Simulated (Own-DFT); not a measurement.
# One host, several defects: 4H SiC

No measurement is shown. These are fixed-geometry runs of a retired plane-wave code named Own-DFT, which no person has reviewed; spin and spin-orbit coupling are neglected.

All runs used: PBE; PseudoDojo norm-conserving scalar-relativistic files; cutoff 42 hartree; 4 x 4 x 3 k mesh centred on Gamma; Fermi-Dirac smearing of 0.1 eV.

Limits (not all hold for every row): not probed for a lower state with spin; forces on such cells failed a check on a denser k mesh; forces on such cells passed a denser k mesh, each cell not checked; stress not checked against mesh or cutoff.

All runs share one cell, with vectors in Å (9.248, 0.000, 0.000); (-4.624, 8.009, 0.000); (0.000, 0.000, 10.068) and a volume of 745.7 Å³. u is the rms random offset of the atoms per axis. The defect's site can differ from row to row.

```
                                     cell     formula   u (Å)  P (GPa)
                                no defect     C36Si36  0.0303     3.88
                                no defect     C36Si36  0.0318     3.73
                                no defect     C36Si36  0.0631     5.95
                   two N on a C site each   C34N2Si36  0.0314     2.77
                   two N on a C site each   C34N2Si36  0.0323     2.70
                   two N on a C site each   C34N2Si36  0.0512     4.44
                 two Al on a Si site each  Al2C36Si34  0.0274     5.66
                 two Al on a Si site each  Al2C36Si34  0.0320     5.98
                 two Al on a Si site each  Al2C36Si34  0.0531     7.20
                            one C vacancy     C35Si36  0.0290     3.47
                            one C vacancy     C35Si36  0.0314     3.60
                            one C vacancy     C35Si36  0.0475        ?
                            one C vacancy     C35Si36  0.0502     4.97
one C on a Si site and one Si on a C site     C36Si36  0.0305     7.32
one C on a Si site and one Si on a C site     C36Si36  0.0488     8.77
one C on a Si site and one Si on a C site     C36Si36  0.0517     8.83
```

## Analysis

P = P0 + c u² + a shift for each defect gives P0 = 2.94 GPa, c = 803 ± 47 GPa/Å² and a scatter of 0.18 GPa. The shifts, and each times the cell's volume:

- one C on a Si site and one Si on a C site: 3.76 ± 0.14 GPa, 17.5 eV
- two Al on a Si site each: 2.11 ± 0.14 GPa, 9.8 eV (4.9 eV for each of its 2 sites)
- one C vacancy: -0.09 ± 0.15 GPa, -0.4 eV (not resolved)
- two N on a C site each: -0.88 ± 0.14 GPa, -4.1 eV (-2.0 eV for each of its 2 sites)

Positive is outwards. The product with the volume (160.2 GPa Å³ to the eV) is nearly free of the cell's size; divided by the bulk modulus at the cell's pressure it gives the volume that the defect adds. The atoms around the defects weren't relaxed, which would change these numbers.

## The run left out

Q: what pressure belongs in the blank (one C vacancy, u = 0.0475 Å)?

The fitted form gives 4.66 ± 0.21 GPa. The calculation gave 4.79 GPa.
